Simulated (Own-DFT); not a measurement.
# Response to strain: wurtzite GaN, 96 atoms (Ga48N48)

All numbers below are calculated, not measured. They come from Own-DFT, an in-house plane-wave density functional program, since retired, whose code no person has reviewed. Each row is one single-point run on a periodic cell that was not relaxed, without spin or spin-orbit coupling.

Settings of every run: PBE; PseudoDojo norm-conserving scalar-relativistic files; cutoff 42 hartree; 3 x 4 x 3 k mesh centred on Gamma; Fermi-Dirac smearing of 0.1 eV.

Known limits: forces on such cells passed a denser k mesh, each cell not checked; stress not checked against mesh or cutoff.

Unstrained cell vectors in Å: (12.756, 0.000, 0.000); (-4.783, 8.285, 0.000); (0.000, 0.000, 10.370). The unstrained cell has measured lattice constants (interpolated for alloys), not those of this functional. That, the random moves and any unrelaxed bonds set the pressure at no strain. Each run strains this cell uniformly, with the atoms carried along. Every atom was also moved at random, by a Gaussian of width 0.05 Å on each axis. Strain is the symmetric tensor, in per cent. Stress is positive in tension, and the pressure is minus a third of its trace.

```
run  e_xx (%)  e_yy (%)  e_zz (%)  e_yz (%)  e_xz (%)  e_xy (%)  s_xx (GPa)  s_yy (GPa)  s_zz (GPa)  s_yz (GPa)  s_xz (GPa)  s_xy (GPa)  P (GPa)  E (meV/atom)
  1      1.03     -1.06      0.75      0.61      0.31      1.82       -2.66      -11.16       -5.55        0.81        0.47        5.11     6.46           2.6
  2     -1.09     -0.82     -0.57     -1.63      0.73     -1.54      -14.35      -14.23      -11.82       -3.71        1.88       -5.25    13.47          33.6
  3      1.91      0.24     -1.11     -1.01     -0.26     -1.71       -0.30       -5.63      -11.64       -3.04       -0.77       -3.81     5.86           9.3
  4     -0.15      1.20      0.71      1.33      1.64      0.37       -6.58       -2.76       -4.55        2.26        3.59        0.01     4.63          15.5
  5     -1.31     -0.03     -0.60      1.03     -1.69      1.31      -14.61      -10.80      -12.04        3.99       -4.15        6.82    12.49          37.7
  6      0.38     -0.17      1.02     -0.70     -1.35     -0.69       -5.40       -7.45       -3.37       -1.60       -2.68       -1.78     5.41           2.1
  7      1.52      0.84     -0.54      1.82      0.68     -1.60       -0.88       -3.11       -9.68        3.93        1.29       -3.44     4.56          13.7
  8      1.74     -1.84      1.89      1.81      1.22      1.10       -2.34       -9.99       -1.00        3.00        2.49        3.36     4.45          10.9
  9     -0.95     -1.12     -0.18     -1.96      0.95     -0.10      -12.24      -14.91       -9.59       -3.47        1.70       -1.70    12.25          20.3
 10      1.96      1.66      0.60      0.73      1.72      1.12        1.77        0.57       -3.88        1.00        2.82        4.42     0.51          11.3
 11     -1.47      1.39     -1.35      0.31      0.62     -0.80      -11.54       -5.26      -15.14        1.26        1.41       -1.90    10.65          14.5
 12     -0.85      1.49     -0.49     -0.88     -2.00     -1.41       -8.36       -3.79       -9.94       -1.74       -4.03       -3.75     7.36           7.4
 13     -0.30     -1.67     -1.99     -0.77      0.11      1.22      -11.88      -17.35      -20.00       -2.42        1.09        3.53    16.41          41.0
 14      0.70     -1.49      1.42     -1.77     -1.62      1.61       -6.80      -13.65       -1.79       -3.39       -2.94        6.50     7.41          24.3
 15     -1.68     -0.59     -0.67     -1.50     -1.19      0.17      -17.31      -12.22      -13.63       -4.77       -3.20       -1.93    14.39          37.9
 16     -1.98     -0.68      1.63      1.30      0.10     -0.91      -17.15      -12.76       -2.64        2.94        0.67       -2.11    10.85          36.7
 17     -1.34      0.62      1.66     -0.40     -0.60      0.31      -11.48       -3.91       -1.83       -0.79       -1.33        0.73     5.74           0.0
 18     -0.34      0.05     -1.02     -0.94      1.14      1.06           ?           ?           ?           ?           ?           ?        ?             ?
```

E is the free energy for each atom above the lowest run shown.

## Worked fit

Each stress component was fitted by least squares to a constant and the strains of the runs shown, as fractions, with shears doubled. Shear strains stay in the fit of a normal stress only where such slopes are resolved. The slopes, in GPa:

```
stress  at no strain  per e_xx  per e_yy  per e_zz  scatter
  s_xx          -7.8  419 ± 19  136 ± 23   39 ± 23     1.04
  s_yy          -8.2  120 ± 19  416 ± 23  101 ± 23     1.03
  s_zz          -8.6   58 ± 13   68 ± 15  460 ± 15     0.68
```

Each shear stress against twice its own strain: yz 114 ± 10, xz 105 ± 6, xy 150 ± 14 GPa. These are stiffnesses along x, y and z of the frame in which the cell vectors are given, which need not be the crystal's axes. The atoms are held to the strained lattice; where symmetry lets them move under strain, relaxing them would lower some slopes. The table should be nearly symmetric about its diagonal, and what it lacks of that shows the noise. A ninth of its sum, 202 ± 5 GPa, estimates the bulk modulus near the mean pressure of these runs, 8.4 GPa, so it lies above the value at zero pressure.

## Withheld run

Question: what normal stresses and pressure should run 18 give?

The fit gives s_xx = -9.6, s_yy = -9.5, s_zz = -13.4 and P = 10.8 GPa. The calculation gave -10.56, -8.01, -13.76 and P = 10.78 GPa.
